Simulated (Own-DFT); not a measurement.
# Response to strain: wurtzite AlGaN with randomly placed atoms, 72 atoms (Al27Ga9N36)

These are calculations, not measurements. They come from Own-DFT, an in-house plane-wave density functional program, since retired, whose code no person has reviewed. Each row is one single-point run on a periodic cell that was not relaxed, without spin or spin-orbit coupling.

Settings of every run: PBE; PseudoDojo norm-conserving scalar-relativistic files; cutoff 42 hartree; 4 x 4 x 3 k mesh centred on Gamma; Fermi-Dirac smearing of 0.1 eV.

Known limits: forces on such cells passed a denser k mesh, each cell not checked; stress not checked against mesh or cutoff.

Unstrained cell vectors in Å: (9.394, 0.000, 0.000); (-4.697, 8.135, 0.000); (0.000, 0.000, 10.066). The unstrained cell has measured lattice constants (interpolated for alloys), not those of this functional. That, the random moves and any unrelaxed bonds set the pressure at no strain. Each run strains this cell uniformly, with the atoms carried along. Every atom was also moved at random, by a Gaussian of width 0.05 Å on each axis. The random placing of the alloy's atoms differs from row to row. Strain is the symmetric tensor, in per cent. Stress is positive in tension, and the pressure is minus a third of its trace.

| run | e_xx (%) | e_yy (%) | e_zz (%) | s_xx (GPa) | s_yy (GPa) | s_zz (GPa) | P (GPa) | E (meV/atom) |
|---|---|---|---|---|---|---|---|---|
| 1 | -1.50 | -1.50 | 0.00 | -16.09 | -13.64 | -10.43 | 13.39 | 43.5 |
| 2 | 1.25 | 1.25 | 0.00 | 0.90 | 0.04 | -6.68 | 1.91 | 26.2 |
| 3 | 0.75 | 0.75 | 0.00 | -2.78 | -2.16 | -5.26 | 3.40 | 13.6 |
| 4 | 1.75 | 1.75 | 0.00 | 4.84 | 0.87 | -5.76 | 0.02 | 20.9 |
| 5 | 2.75 | 2.75 | 0.00 | 6.58 | 7.47 | -3.72 | -3.44 | 27.1 |
| 6 | -0.50 | -0.50 | 0.00 | -10.39 | -9.26 | -6.74 | 8.80 | 25.3 |
| 7 | 3.00 | 3.00 | 0.00 | 8.49 | 8.18 | -3.25 | -4.47 | 20.6 |
| 8 | 2.00 | 2.00 | 0.00 | 4.65 | 3.65 | -3.16 | -1.71 | 0.0 |
| 9 | 2.25 | 2.25 | 0.00 | ? | ? | ? | ? | ? |

E is the free energy for each atom above the lowest run shown.

## Worked fit

The change of volume is close to e_xx + e_yy + e_zz. A straight line through the runs shown gives P = 6.96 - 196 x (fractional change of volume) GPa, with an error of 7 on the slope and a scatter of 0.55 GPa. The strain isn't the same on all axes and the cell isn't cubic, so the slope belongs to this path and is not the bulk modulus.

## Withheld run

Question: what pressure should run 9 give? Its volume changes by 4.55 %.

The line gives -2.0 GPa. The calculation gave -2.53 GPa.
